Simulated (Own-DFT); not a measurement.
## Calculated data, GaP (zincblende, strained, atoms displaced)

All values are calculated (Own-DFT development build). A calculation, not a measurement: plane-wave PBE density functional theory by an unreviewed code, no spin, of a simulated periodic cell, stress positive in tension, free energy of the whole cell less one offset for each atom, forces on such cells passed a denser k mesh, this cell's mesh not checked; offsets are fitted by least squares, one for each functional and potential file, so energies compare only between cells with the same atoms and settings and are not formation energies; the far tail of each file's local potential was reset to the Coulomb form; each entry is a single point on an unrelaxed cell, so the pressure reflects the starting lattice, mostly measured values (interpolated for alloys), from which strain is counted, and rises with the displacements; printed positions are rounded, which can move forces by about a meV/angstrom; the program, named Own-DFT, is a retired in-house code; no spin-orbit coupling.

Settings shared by all entries: functional PBE; potential files PseudoDojo norm-conserving, scalar-relativistic, standard set; wave cutoff 42 hartree; occupations Fermi-Dirac; smearing width 0.1 eV; k mesh 3 x 3 x 3 centred on Gamma.

(1) 
```cif
# cell vector a (Å): 10.8620 0.0000 0.0000
# cell vector b (Å): 0.0000 10.8620 0.0000
# cell vector c (Å): 0.0000 0.0000 10.9361
data_GaP
_symmetry_space_group_name_H-M 'P 1'
_symmetry_Int_Tables_number 1
_cell_length_a 10.8620
_cell_length_b 10.8620
_cell_length_c 10.9361
_cell_angle_alpha 90.000
_cell_angle_beta 90.000
_cell_angle_gamma 90.000
_cell_volume 1290.27
loop_
_atom_site_label
_atom_site_type_symbol
_atom_site_fract_x
_atom_site_fract_y
_atom_site_fract_z
_atom_site_occupancy
Ga1 Ga 0.00054 0.99864 0.01153 1
Ga2 Ga 0.01292 0.24541 0.25537 1
Ga3 Ga 0.26258 0.00507 0.24198 1
Ga4 Ga 0.25493 0.26326 0.00198 1
P1 P 0.11835 0.12587 0.12044 1
P2 P 0.12195 0.38067 0.37835 1
P3 P 0.37275 0.13842 0.37662 1
P4 P 0.37962 0.38355 0.13233 1
Ga5 Ga 0.00469 0.00618 0.49155 1
Ga6 Ga 0.99409 0.26727 0.73762 1
Ga7 Ga 0.24696 0.99704 0.74836 1
Ga8 Ga 0.24059 0.25793 0.49107 1
P5 P 0.11311 0.13343 0.62427 1
P6 P 0.11934 0.36154 0.88690 1
P7 P 0.38747 0.11925 0.87678 1
P8 P 0.37701 0.37787 0.62210 1
Ga9 Ga 0.99417 0.50623 0.99756 1
Ga10 Ga 0.99867 0.74140 0.25076 1
Ga11 Ga 0.24739 0.49690 0.23168 1
Ga12 Ga 0.24944 0.75273 0.00416 1
P9 P 0.12446 0.62323 0.12152 1
P10 P 0.11937 0.87178 0.36983 1
P11 P 0.36040 0.63740 0.37794 1
P12 P 0.37352 0.87437 0.12911 1
Ga13 Ga 0.99053 0.49720 0.50271 1
Ga14 Ga 0.00663 0.76742 0.75303 1
Ga15 Ga 0.24955 0.51623 0.74805 1
Ga16 Ga 0.26987 0.74263 0.50418 1
P13 P 0.11868 0.62302 0.61062 1
P14 P 0.11819 0.85977 0.87721 1
P15 P 0.37981 0.61963 0.88547 1
P16 P 0.36969 0.87427 0.60442 1
Ga17 Ga 0.48740 0.00414 0.01039 1
Ga18 Ga 0.49417 0.24689 0.26068 1
Ga19 Ga 0.75299 0.99895 0.23628 1
Ga20 Ga 0.74563 0.26219 0.98547 1
P17 P 0.62519 0.13360 0.12063 1
P18 P 0.63430 0.37605 0.37266 1
P19 P 0.88266 0.12788 0.38073 1
P20 P 0.86868 0.36265 0.11330 1
Ga21 Ga 0.50147 0.01064 0.49780 1
Ga22 Ga 0.50588 0.25423 0.74868 1
Ga23 Ga 0.75518 0.01061 0.76018 1
Ga24 Ga 0.75086 0.24744 0.50344 1
P21 P 0.61624 0.11555 0.60905 1
P22 P 0.62783 0.36912 0.87512 1
P23 P 0.88946 0.11538 0.88223 1
P24 P 0.87456 0.38609 0.62450 1
Ga25 Ga 0.48926 0.48935 0.99577 1
Ga26 Ga 0.49422 0.75368 0.26402 1
Ga27 Ga 0.74264 0.50075 0.25385 1
Ga28 Ga 0.74531 0.75611 0.99298 1
P25 P 0.63350 0.62438 0.13625 1
P26 P 0.64219 0.88126 0.37383 1
P27 P 0.88324 0.62199 0.36833 1
P28 P 0.86898 0.87471 0.11883 1
Ga29 Ga 0.49886 0.49345 0.48378 1
Ga30 Ga 0.49926 0.75057 0.74348 1
Ga31 Ga 0.74870 0.49942 0.74641 1
Ga32 Ga 0.74809 0.75568 0.50754 1
P29 P 0.61793 0.62708 0.63001 1
P30 P 0.62790 0.87986 0.87181 1
P31 P 0.87129 0.62729 0.86851 1
P32 P 0.87514 0.86491 0.62112 1
_calc_free_energy_of_cell_above_offsets '-27.530'  # eV
_calc_pressure 4.75  # GPa
_calc_stress_xx -4.84  # GPa
_calc_stress_yy -4.8  # GPa
_calc_stress_zz -4.62  # GPa
_calc_stress_yz -0.09  # GPa
_calc_stress_xz -1.15  # GPa
_calc_stress_xy 0.02  # GPa
```

Force:
| element | x (eV/Å) | y (eV/Å) | z (eV/Å) |
| --- | --- | --- | --- |
| Ga | 0.197 | -1.084 | -0.654 |
| Ga | -1.387 | 0.512 | -0.399 |
| Ga | -1.917 | 0.287 | 0.966 |
| Ga | 0.462 | -1.777 | 0.255 |
| P | 2.277 | 0.293 | 0.536 |
| P | 0.043 | 0.672 | -1.281 |
| P | -0.802 | -1.702 | 0.445 |
| P | 0.327 | -1.926 | -0.199 |
| Ga | -0.134 | -1.397 | 0.88 |
| Ga | 0.726 | -1.546 | 1.892 |
| Ga | -0.134 | 0.266 | 0.038 |
| Ga | 0.544 | -0.403 | 1.692 |
| P | 1.292 | -0.475 | -0.094 |
| P | -0.169 | 2.282 | -1.792 |
| P | -1.821 | 1.244 | -0.92 |
| P | -0.488 | 0.021 | 0.154 |
| Ga | -0.293 | -0.883 | -0.034 |
| Ga | 0.343 | 1.188 | -0.837 |
| Ga | -0.835 | 1.063 | 2.255 |
| Ga | 0.281 | -0.713 | -0.113 |
| P | -0.472 | 0.403 | -0.257 |
| P | 1.544 | 0.358 | 0.156 |
| P | 2.371 | -3.721 | -3.048 |
| P | 0.509 | -0.588 | -0.251 |
| Ga | 0.826 | 0.811 | -1.32 |
| Ga | -2.094 | -3.073 | -2.426 |
| Ga | -0.514 | -1.365 | 0.127 |
| Ga | -4.774 | 0.744 | 0.527 |
| P | 0.804 | 1.105 | 1.6 |
| P | 2.323 | 3.018 | 1.799 |
| P | -0.797 | 1.703 | -1.335 |
| P | 1.555 | 1.958 | 2.875 |
| Ga | 1.971 | -0.711 | -0.094 |
| Ga | 1.789 | 1.007 | -1.385 |
| Ga | 0 | 1.286 | 0.837 |
| Ga | 1.603 | -2.953 | 1.328 |
| P | -0.414 | -0.195 | 0.344 |
| P | -0.921 | -1.007 | 0.512 |
| P | -1.202 | 0.157 | -1.336 |
| P | 1.072 | 1.565 | 1.917 |
| Ga | -1.455 | -2.292 | -2.395 |
| Ga | -0.488 | -0.873 | -0.846 |
| Ga | -0.096 | -0.959 | -1.364 |
| Ga | 0.123 | 0.042 | -0.256 |
| P | 2.613 | 2.487 | 3.54 |
| P | -1.47 | 2.041 | -1.668 |
| P | -1.126 | 2.192 | -1.264 |
| P | -1.655 | -1.032 | -0.153 |
| Ga | 2.352 | 0.612 | 0.733 |
| Ga | 1.338 | -0.01 | -0.549 |
| Ga | 2.144 | -0.469 | -0.77 |
| Ga | 0.025 | -0.996 | 0.326 |
| P | -2.034 | 0.926 | -1.62 |
| P | -1.82 | 0.066 | 0.063 |
| P | -1.842 | -0.386 | 1.205 |
| P | 0.985 | -0.967 | 0.399 |
| Ga | -0.267 | 1 | 0.98 |
| Ga | -0.498 | 0.851 | 0.966 |
| Ga | -0.561 | 0.786 | 0.606 |
| Ga | -0.088 | -1.517 | -0.792 |
| P | 0.496 | -1.021 | -1.582 |
| P | -1.522 | 0.252 | 0.147 |
| P | 0.404 | 0.354 | 0.107 |
| P | 0.751 | 2.487 | 0.825 |

(2) 
```cif
# cell vector a (Å): 10.8620 0.0000 0.0000
# cell vector b (Å): 0.0000 10.8620 0.0000
# cell vector c (Å): 0.0000 0.0000 10.9361
data_GaP
_symmetry_space_group_name_H-M 'P 1'
_symmetry_Int_Tables_number 1
_cell_length_a 10.8620
_cell_length_b 10.8620
_cell_length_c 10.9361
_cell_angle_alpha 90.000
_cell_angle_beta 90.000
_cell_angle_gamma 90.000
_cell_volume 1290.27
loop_
_atom_site_label
_atom_site_type_symbol
_atom_site_fract_x
_atom_site_fract_y
_atom_site_fract_z
_atom_site_occupancy
Ga1 Ga 0.00489 0.99681 0.97971 1
Ga2 Ga 0.99468 0.24240 0.24300 1
Ga3 Ga 0.24337 0.00246 0.24956 1
Ga4 Ga 0.24785 0.23734 0.99825 1
P1 P 0.12396 0.12152 0.13063 1
P2 P 0.12374 0.36302 0.36723 1
P3 P 0.37149 0.12484 0.36702 1
P4 P 0.37808 0.38432 0.11447 1
Ga5 Ga 0.99876 0.99730 0.50157 1
Ga6 Ga 0.99754 0.25909 0.75975 1
Ga7 Ga 0.24433 0.99972 0.75760 1
Ga8 Ga 0.24549 0.24576 0.51120 1
P5 P 0.11876 0.12460 0.62894 1
P6 P 0.11423 0.38114 0.87102 1
P7 P 0.36874 0.12135 0.88146 1
P8 P 0.35515 0.36453 0.62961 1
Ga9 Ga 0.98909 0.48561 0.98978 1
Ga10 Ga 0.00061 0.75176 0.23457 1
Ga11 Ga 0.24717 0.50251 0.25074 1
Ga12 Ga 0.24991 0.73912 0.98935 1
P9 P 0.12048 0.61967 0.12600 1
P10 P 0.12075 0.87293 0.37541 1
P11 P 0.37558 0.62568 0.37082 1
P12 P 0.38062 0.88312 0.13230 1
Ga13 Ga 0.99092 0.48973 0.49400 1
Ga14 Ga 0.98798 0.75609 0.75775 1
Ga15 Ga 0.25713 0.49491 0.74241 1
Ga16 Ga 0.25166 0.75323 0.50119 1
P13 P 0.12246 0.64041 0.63054 1
P14 P 0.12332 0.87224 0.87704 1
P15 P 0.37562 0.62466 0.86438 1
P16 P 0.38440 0.88382 0.63033 1
Ga17 Ga 0.50504 0.00467 0.99846 1
Ga18 Ga 0.50271 0.25025 0.24682 1
Ga19 Ga 0.75303 0.00687 0.25269 1
Ga20 Ga 0.74606 0.24423 0.99397 1
P17 P 0.61893 0.13391 0.12520 1
P18 P 0.62719 0.37171 0.37197 1
P19 P 0.88518 0.12145 0.35448 1
P20 P 0.87121 0.36792 0.12688 1
Ga21 Ga 0.50022 0.99417 0.49298 1
Ga22 Ga 0.49359 0.25041 0.74897 1
Ga23 Ga 0.74904 0.00284 0.74409 1
Ga24 Ga 0.76076 0.24191 0.47696 1
P21 P 0.62427 0.14055 0.63981 1
P22 P 0.63514 0.37225 0.87613 1
P23 P 0.87443 0.11938 0.87690 1
P24 P 0.87419 0.38944 0.62159 1
Ga25 Ga 0.50318 0.49842 0.00248 1
Ga26 Ga 0.48990 0.74017 0.25634 1
Ga27 Ga 0.75110 0.49816 0.24608 1
Ga28 Ga 0.74983 0.74488 0.00388 1
P25 P 0.61717 0.63476 0.12826 1
P26 P 0.63161 0.87210 0.38250 1
P27 P 0.88248 0.62660 0.37121 1
P28 P 0.87548 0.88250 0.12943 1
Ga29 Ga 0.49998 0.50328 0.48573 1
Ga30 Ga 0.50841 0.73584 0.76243 1
Ga31 Ga 0.74480 0.49468 0.74502 1
Ga32 Ga 0.76338 0.76257 0.50021 1
P29 P 0.63124 0.61816 0.62047 1
P30 P 0.62591 0.87722 0.87265 1
P31 P 0.86463 0.61077 0.87688 1
P32 P 0.87201 0.86885 0.63957 1
_calc_free_energy_of_cell_above_offsets '-29.926'  # eV
_calc_pressure 4.29  # GPa
_calc_stress_xx -4.67  # GPa
_calc_stress_yy -4.42  # GPa
_calc_stress_zz -3.78  # GPa
_calc_stress_yz -0.11  # GPa
_calc_stress_xz 0.9  # GPa
_calc_stress_xy 0.66  # GPa
```

Force:
| element | x (eV/Å) | y (eV/Å) | z (eV/Å) |
| --- | --- | --- | --- |
| Ga | -0.55 | 0.598 | 2.743 |
| Ga | 1.413 | 1.517 | -0.823 |
| Ga | 0.395 | -0.801 | 0.484 |
| Ga | -0.674 | 1.807 | 0.736 |
| P | -0.506 | -0.028 | -1.756 |
| P | 0.076 | 0.571 | 0.801 |
| P | 0.348 | 0.347 | 1.085 |
| P | -1.203 | -1.481 | 1.215 |
| Ga | -0.086 | -0.172 | 0.19 |
| Ga | -0.991 | -0.867 | -1.581 |
| Ga | 0.436 | -0.127 | -0.999 |
| Ga | -0.609 | -0.981 | -2.036 |
| P | -0.416 | -0.129 | 0.477 |
| P | 2.622 | -0.613 | 0.384 |
| P | 0.897 | -0.081 | -0.974 |
| P | 2.994 | 0.683 | -0.93 |
| Ga | 0.001 | 0.964 | 1.77 |
| Ga | 0.01 | 0.054 | 1.213 |
| Ga | 0.084 | -0.727 | -0.327 |
| Ga | 0.121 | 0.629 | 1.53 |
| P | 0.148 | -0.211 | -1.449 |
| P | 0.295 | -0.09 | -0.318 |
| P | -1.68 | -0.687 | 1.312 |
| P | -0.591 | -0.983 | -0.812 |
| Ga | 1.992 | 1.479 | -0.532 |
| Ga | 1.096 | -1.737 | 0.894 |
| Ga | -2.101 | 1.714 | 0.83 |
| Ga | 0.238 | 0.531 | 0.526 |
| P | -0.064 | -1.541 | -0.467 |
| P | 0.676 | -1.009 | -0.684 |
| P | -0.213 | -1.48 | 1.251 |
| P | -0.652 | -1.157 | 0.257 |
| Ga | -0.272 | -0.587 | 0.387 |
| Ga | -1.263 | 0.923 | 0.238 |
| Ga | -1.615 | -0.978 | -0.888 |
| Ga | 0.652 | -0.149 | 0.92 |
| P | 1.125 | -1.236 | -0.343 |
| P | -0.134 | 0.158 | -0.212 |
| P | -0.477 | -0.848 | 2.935 |
| P | -0.192 | 0.08 | -0.774 |
| Ga | 0.089 | 1.354 | 0.68 |
| Ga | -0.547 | 0.686 | 1.305 |
| Ga | -0.545 | 0.232 | 0.602 |
| Ga | -0.439 | 0.697 | 1.982 |
| P | 0.984 | -1.392 | -2.829 |
| P | -1.787 | 0.316 | -0.423 |
| P | -0.233 | 0.727 | -0.776 |
| P | -0.401 | -2.793 | 0.29 |
| Ga | 0.691 | 0.901 | -1.011 |
| Ga | 1.292 | 2.234 | -0.87 |
| Ga | -0.291 | 0.799 | 0.243 |
| Ga | 0.096 | 0.906 | -0.052 |
| P | 0.651 | -1.201 | -0.142 |
| P | -0.358 | 0.28 | -1.23 |
| P | -0.619 | 0.205 | -0.285 |
| P | -0.124 | -0.225 | -1.569 |
| Ga | 0.152 | -0.799 | 1.418 |
| Ga | 0.599 | 1.47 | -1.97 |
| Ga | -0.057 | 0.195 | 0.053 |
| Ga | -0.383 | -1.826 | -0.099 |
| P | -0.73 | 0.918 | -0.342 |
| P | 0.419 | -0.284 | 0.518 |
| P | 0.234 | 1.432 | -0.185 |
| P | -0.02 | 1.813 | -1.584 |

(3) 
```cif
# cell vector a (Å): 10.8620 0.0000 0.0000
# cell vector b (Å): 0.0000 10.8620 0.0000
# cell vector c (Å): 0.0000 0.0000 10.9361
data_GaP
_symmetry_space_group_name_H-M 'P 1'
_symmetry_Int_Tables_number 1
_cell_length_a 10.8620
_cell_length_b 10.8620
_cell_length_c 10.9361
_cell_angle_alpha 90.000
_cell_angle_beta 90.000
_cell_angle_gamma 90.000
_cell_volume 1290.27
loop_
_atom_site_label
_atom_site_type_symbol
_atom_site_fract_x
_atom_site_fract_y
_atom_site_fract_z
_atom_site_occupancy
Ga1 Ga 0.01019 0.99519 0.00422 1
Ga2 Ga 0.01398 0.26825 0.25202 1
Ga3 Ga 0.25428 0.98692 0.24864 1
Ga4 Ga 0.24474 0.24332 0.98334 1
P1 P 0.11141 0.12853 0.12869 1
P2 P 0.13160 0.36265 0.36871 1
P3 P 0.37491 0.13802 0.35974 1
P4 P 0.36738 0.38258 0.13229 1
Ga5 Ga 0.98993 0.00702 0.50715 1
Ga6 Ga 0.00645 0.25063 0.74399 1
Ga7 Ga 0.24176 0.00351 0.75525 1
Ga8 Ga 0.25331 0.25108 0.50353 1
P5 P 0.12977 0.13085 0.61867 1
P6 P 0.12240 0.36832 0.88339 1
P7 P 0.38113 0.13651 0.87289 1
P8 P 0.36666 0.38755 0.62755 1
Ga9 Ga 0.98558 0.50389 0.00828 1
Ga10 Ga 0.98609 0.74317 0.25769 1
Ga11 Ga 0.25906 0.51307 0.26574 1
Ga12 Ga 0.26159 0.74420 0.99749 1
P9 P 0.12749 0.63532 0.12209 1
P10 P 0.11635 0.87762 0.37370 1
P11 P 0.37235 0.62765 0.37591 1
P12 P 0.37102 0.87305 0.11858 1
Ga13 Ga 0.99631 0.49711 0.50417 1
Ga14 Ga 0.99794 0.75232 0.74025 1
Ga15 Ga 0.25236 0.50166 0.75696 1
Ga16 Ga 0.24582 0.75015 0.49705 1
P13 P 0.12841 0.62253 0.63492 1
P14 P 0.12996 0.86965 0.88248 1
P15 P 0.38608 0.62867 0.87432 1
P16 P 0.37735 0.88498 0.61589 1
Ga17 Ga 0.49197 0.00205 0.99613 1
Ga18 Ga 0.49770 0.24403 0.24932 1
Ga19 Ga 0.75296 0.00037 0.24052 1
Ga20 Ga 0.75740 0.24574 0.99395 1
P17 P 0.62868 0.13383 0.12096 1
P18 P 0.62419 0.38423 0.37733 1
P19 P 0.86512 0.12436 0.38345 1
P20 P 0.87566 0.37360 0.13497 1
Ga21 Ga 0.49993 0.00917 0.49917 1
Ga22 Ga 0.49353 0.25845 0.74760 1
Ga23 Ga 0.76023 0.99182 0.74720 1
Ga24 Ga 0.74708 0.24765 0.49298 1
P21 P 0.62856 0.13092 0.62317 1
P22 P 0.62569 0.36461 0.87336 1
P23 P 0.89226 0.11918 0.87672 1
P24 P 0.87344 0.36157 0.61799 1
Ga25 Ga 0.50559 0.49595 0.01154 1
Ga26 Ga 0.50425 0.76090 0.24615 1
Ga27 Ga 0.73759 0.49750 0.24696 1
Ga28 Ga 0.74892 0.74928 0.00828 1
P25 P 0.61396 0.62498 0.13301 1
P26 P 0.62766 0.88505 0.37630 1
P27 P 0.86475 0.62744 0.37902 1
P28 P 0.87895 0.86996 0.12386 1
Ga29 Ga 0.48662 0.50409 0.50585 1
Ga30 Ga 0.48534 0.75224 0.74193 1
Ga31 Ga 0.74884 0.50574 0.76473 1
Ga32 Ga 0.76400 0.74289 0.50702 1
P29 P 0.62549 0.62116 0.62856 1
P30 P 0.63683 0.87368 0.88080 1
P31 P 0.85993 0.62250 0.89077 1
P32 P 0.88390 0.87689 0.62636 1
_calc_free_energy_of_cell_above_offsets '-30.201'  # eV
_calc_pressure 4.18  # GPa
_calc_stress_xx -4.2  # GPa
_calc_stress_yy -4.36  # GPa
_calc_stress_zz -3.97  # GPa
_calc_stress_yz -0.01  # GPa
_calc_stress_xz 0.25  # GPa
_calc_stress_xy -0.09  # GPa
```

Force:
| element | x (eV/Å) | y (eV/Å) | z (eV/Å) |
| --- | --- | --- | --- |
| Ga | -0.556 | -0.169 | 0.064 |
| Ga | -2.624 | -2.553 | -0.96 |
| Ga | -1.075 | 1.505 | 0.165 |
| Ga | 0.216 | 0.085 | 2.714 |
| P | 2.013 | -0.536 | -0.161 |
| P | 1.432 | 3.319 | 2.56 |
| P | -1.208 | -2.367 | 2.264 |
| P | 0.165 | -0.874 | -0.762 |
| Ga | 1.266 | 0.297 | -1.027 |
| Ga | -0.219 | 0.067 | 0.389 |
| Ga | 0.785 | -0.015 | -0.41 |
| Ga | 0.487 | 0.152 | -0.762 |
| P | -0.35 | -0.977 | 0.663 |
| P | -0.934 | 1.973 | -1.199 |
| P | -0.65 | -1.506 | -0.438 |
| P | 0.264 | -1.368 | -0.093 |
| Ga | 1.541 | -0.314 | 0.186 |
| Ga | 1.333 | 0.633 | -0.678 |
| Ga | -2.142 | -1.626 | -2.209 |
| Ga | -0.804 | -0.083 | -0.219 |
| P | -0.523 | -1.056 | 0.941 |
| P | -0.041 | -0.186 | 0.518 |
| P | 1.567 | 1.96 | 1.048 |
| P | 0.88 | 0.282 | 0.231 |
| Ga | 0.44 | -0.278 | -0.424 |
| Ga | 0.561 | -0.778 | 2.089 |
| Ga | -0.685 | 0.07 | 1.291 |
| Ga | -0.232 | 0.511 | 0.349 |
| P | -0.429 | 0.046 | -1.044 |
| P | -0.182 | -0.121 | -0.902 |
| P | -0.338 | -1.236 | 0.417 |
| P | -1.221 | -0.333 | 0.661 |
| Ga | 1.43 | 0.113 | 0.132 |
| Ga | 1.509 | 2.372 | -1.217 |
| Ga | -0.15 | 0.247 | 0.378 |
| Ga | 0.428 | -0.015 | 0.111 |
| P | -0.456 | -1.014 | -0.038 |
| P | -1.215 | -1.108 | 0.462 |
| P | 1.357 | -0.077 | -1.913 |
| P | -0.84 | 0.241 | -0.588 |
| Ga | 0.222 | 0.63 | -0.764 |
| Ga | 0.767 | -0.156 | -0.89 |
| Ga | -0.764 | 1.245 | 0.894 |
| Ga | -0.81 | 0.846 | 0.267 |
| P | -0.509 | -0.469 | 0.831 |
| P | 0.088 | 1.139 | 0.656 |
| P | -0.858 | 0.068 | -0.69 |
| P | -0.113 | 1.489 | 1.22 |
| Ga | -0.598 | -0.646 | -0.968 |
| Ga | -0.45 | 0.144 | 1.085 |
| Ga | 0.831 | 0.375 | 0.293 |
| Ga | -0.803 | 0.139 | 0.715 |
| P | 1.208 | 0.511 | -0.596 |
| P | 0.322 | -0.882 | 0.103 |
| P | 0.922 | -2.019 | -0.758 |
| P | -0.172 | 0.394 | 0.205 |
| Ga | 1.532 | 0.202 | -0.607 |
| Ga | 1.911 | 0.657 | -0.018 |
| Ga | -0.444 | -1.422 | -1.408 |
| Ga | -2.057 | 1.344 | 0.533 |
| P | -0.195 | 0.574 | -0.01 |
| P | -1.683 | 0.277 | -0.866 |
| P | 1.744 | 0.745 | -1.377 |
| P | -0.892 | -0.467 | -0.437 |

(4) 
```cif
# cell vector a (Å): 10.8620 0.0000 0.0000
# cell vector b (Å): 0.0000 10.8620 0.0000
# cell vector c (Å): 0.0000 0.0000 10.9361
data_GaP
_symmetry_space_group_name_H-M 'P 1'
_symmetry_Int_Tables_number 1
_cell_length_a 10.8620
_cell_length_b 10.8620
_cell_length_c 10.9361
_cell_angle_alpha 90.000
_cell_angle_beta 90.000
_cell_angle_gamma 90.000
_cell_volume 1290.27
loop_
_atom_site_label
_atom_site_type_symbol
_atom_site_fract_x
_atom_site_fract_y
_atom_site_fract_z
_atom_site_occupancy
Ga1 Ga 0.98552 0.98796 0.99237 1
Ga2 Ga 0.99279 0.25451 0.25025 1
Ga3 Ga 0.24880 0.99801 0.25363 1
Ga4 Ga 0.25774 0.25165 0.00704 1
P1 P 0.14007 0.11386 0.11692 1
P2 P 0.11995 0.37399 0.36572 1
P3 P 0.37163 0.13910 0.37852 1
P4 P 0.37361 0.38203 0.13914 1
Ga5 Ga 0.00805 0.00229 0.51122 1
Ga6 Ga 0.00582 0.24656 0.74437 1
Ga7 Ga 0.25595 0.99704 0.74974 1
Ga8 Ga 0.25235 0.25652 0.49258 1
P5 P 0.10934 0.12647 0.62326 1
P6 P 0.12782 0.38100 0.88887 1
P7 P 0.37317 0.12122 0.88895 1
P8 P 0.36502 0.38164 0.61829 1
Ga9 Ga 0.99707 0.50220 0.99614 1
Ga10 Ga 0.00662 0.74742 0.24735 1
Ga11 Ga 0.24892 0.49164 0.25663 1
Ga12 Ga 0.25754 0.74470 0.99546 1
P9 P 0.12615 0.63364 0.11821 1
P10 P 0.12598 0.87930 0.38606 1
P11 P 0.37209 0.61975 0.36786 1
P12 P 0.37802 0.88295 0.11985 1
Ga13 Ga 0.00632 0.50027 0.49661 1
Ga14 Ga 0.99114 0.75403 0.75136 1
Ga15 Ga 0.23985 0.49650 0.74817 1
Ga16 Ga 0.25144 0.75002 0.49970 1
P13 P 0.11474 0.62602 0.61776 1
P14 P 0.13011 0.87756 0.87834 1
P15 P 0.38007 0.62271 0.87067 1
P16 P 0.36563 0.89020 0.61641 1
Ga17 Ga 0.50344 0.00288 0.99308 1
Ga18 Ga 0.49659 0.25349 0.25298 1
Ga19 Ga 0.75427 0.99314 0.24639 1
Ga20 Ga 0.75062 0.24321 0.99567 1
P17 P 0.63889 0.11841 0.11907 1
P18 P 0.62832 0.38762 0.38028 1
P19 P 0.88925 0.11421 0.38784 1
P20 P 0.88447 0.37954 0.12301 1
Ga21 Ga 0.49232 0.00051 0.50192 1
Ga22 Ga 0.49428 0.25622 0.75452 1
Ga23 Ga 0.75713 0.99860 0.75168 1
Ga24 Ga 0.75655 0.24179 0.49418 1
P21 P 0.61662 0.12910 0.62207 1
P22 P 0.63084 0.37940 0.86877 1
P23 P 0.87386 0.11297 0.87732 1
P24 P 0.87711 0.37189 0.63876 1
Ga25 Ga 0.50168 0.50851 0.00326 1
Ga26 Ga 0.50841 0.75548 0.26326 1
Ga27 Ga 0.74727 0.49216 0.24463 1
Ga28 Ga 0.75021 0.75774 0.00806 1
P25 P 0.63290 0.62437 0.13003 1
P26 P 0.62862 0.86909 0.36852 1
P27 P 0.88013 0.60952 0.36770 1
P28 P 0.87658 0.87518 0.11810 1
Ga29 Ga 0.48644 0.50062 0.50607 1
Ga30 Ga 0.49012 0.73289 0.75236 1
Ga31 Ga 0.75327 0.51396 0.74501 1
Ga32 Ga 0.74664 0.74635 0.49157 1
P29 P 0.62378 0.62512 0.61834 1
P30 P 0.62460 0.88358 0.87815 1
P31 P 0.87603 0.63162 0.86607 1
P32 P 0.87054 0.87598 0.62184 1
_calc_free_energy_of_cell_above_offsets '-29.845'  # eV
_calc_pressure 4.37  # GPa
_calc_stress_xx -4.54  # GPa
_calc_stress_yy -4.49  # GPa
_calc_stress_zz -4.08  # GPa
_calc_stress_yz 0.14  # GPa
_calc_stress_xz 0.61  # GPa
_calc_stress_xy -0.29  # GPa
```

Force:
| element | x (eV/Å) | y (eV/Å) | z (eV/Å) |
| --- | --- | --- | --- |
| Ga | 2.442 | 0.884 | 0.321 |
| Ga | 0.897 | -1.781 | -0.498 |
| Ga | 0.489 | 0.17 | 0.172 |
| Ga | -0.304 | 0.461 | 0.354 |
| P | -2.414 | 0.669 | 0.42 |
| P | 0.155 | -0.192 | 1.236 |
| P | 0.657 | -2.074 | -0.802 |
| P | 0.93 | -0.481 | -1.983 |
| Ga | -0.989 | -1.963 | -0.59 |
| Ga | -0.78 | 0.802 | 2.363 |
| Ga | -1.374 | 1.312 | 0.701 |
| Ga | -1.727 | 0.022 | 0.743 |
| P | 3.929 | 0.66 | 0.639 |
| P | 0.148 | -1.341 | -1.227 |
| P | 0.015 | 1.166 | -2.043 |
| P | -0.024 | -0.989 | 1.546 |
| Ga | 0.109 | 1.126 | 0.112 |
| Ga | -0.485 | 0.584 | 0.623 |
| Ga | -1.002 | 1.483 | -0.794 |
| Ga | -0.005 | 0.936 | 0.271 |
| P | 0.478 | -1.343 | 0.357 |
| P | -0.152 | -0.577 | -1.147 |
| P | 0.311 | 1.07 | 0.902 |
| P | 0.356 | -1.087 | 0.929 |
| Ga | -0.895 | -1.159 | 0.277 |
| Ga | 1.454 | 0.7 | -0.693 |
| Ga | -0.084 | 0.692 | -0.016 |
| Ga | -0.152 | -0.432 | -0.08 |
| P | 1.067 | 0.705 | 1.175 |
| P | -0.401 | -0.787 | -0.798 |
| P | -1.877 | -1.461 | 0.96 |
| P | 0.735 | -2.608 | 0.763 |
| Ga | 0.328 | -0.105 | 1.296 |
| Ga | 1.586 | -0.023 | -0.061 |
| Ga | 0.543 | 0.588 | 0.549 |
| Ga | 0.603 | 1.062 | -0.126 |
| P | -1.661 | 0.716 | 1.101 |
| P | -0.479 | -1.589 | 0.145 |
| P | -1.411 | 0.753 | -2.16 |
| P | -1.552 | -0.812 | -0.486 |
| Ga | 1.179 | 0.862 | -1.056 |
| Ga | -0.129 | -0.376 | -0.26 |
| Ga | -1.515 | 0.142 | -0.808 |
| Ga | -0.524 | 0.862 | 0.785 |
| P | 0.753 | -0.286 | 0.467 |
| P | -0.396 | 0.199 | 0.718 |
| P | 0.519 | 1.938 | -0.831 |
| P | -0.286 | 0.537 | -1.685 |
| Ga | 0.464 | -0.918 | 0.204 |
| Ga | -1.845 | -1.422 | -2.492 |
| Ga | 0.652 | 0.131 | 0.064 |
| Ga | -0.628 | -0.835 | -1.269 |
| P | -0.779 | 0.718 | -0.303 |
| P | 0.426 | 2.117 | 1.705 |
| P | -0.5 | 1.452 | 0.082 |
| P | 0.348 | -0.797 | 2.034 |
| Ga | 1.221 | 0.592 | -0.967 |
| Ga | 1.915 | 2.96 | -1.559 |
| Ga | -0.251 | -1.008 | -0.029 |
| Ga | 1.054 | -0.379 | 0.085 |
| P | -0.571 | 0.19 | 0.21 |
| P | 0.085 | -1.779 | -1.077 |
| P | -0.72 | -0.274 | 1.849 |
| P | 0.062 | -0.378 | -0.316 |
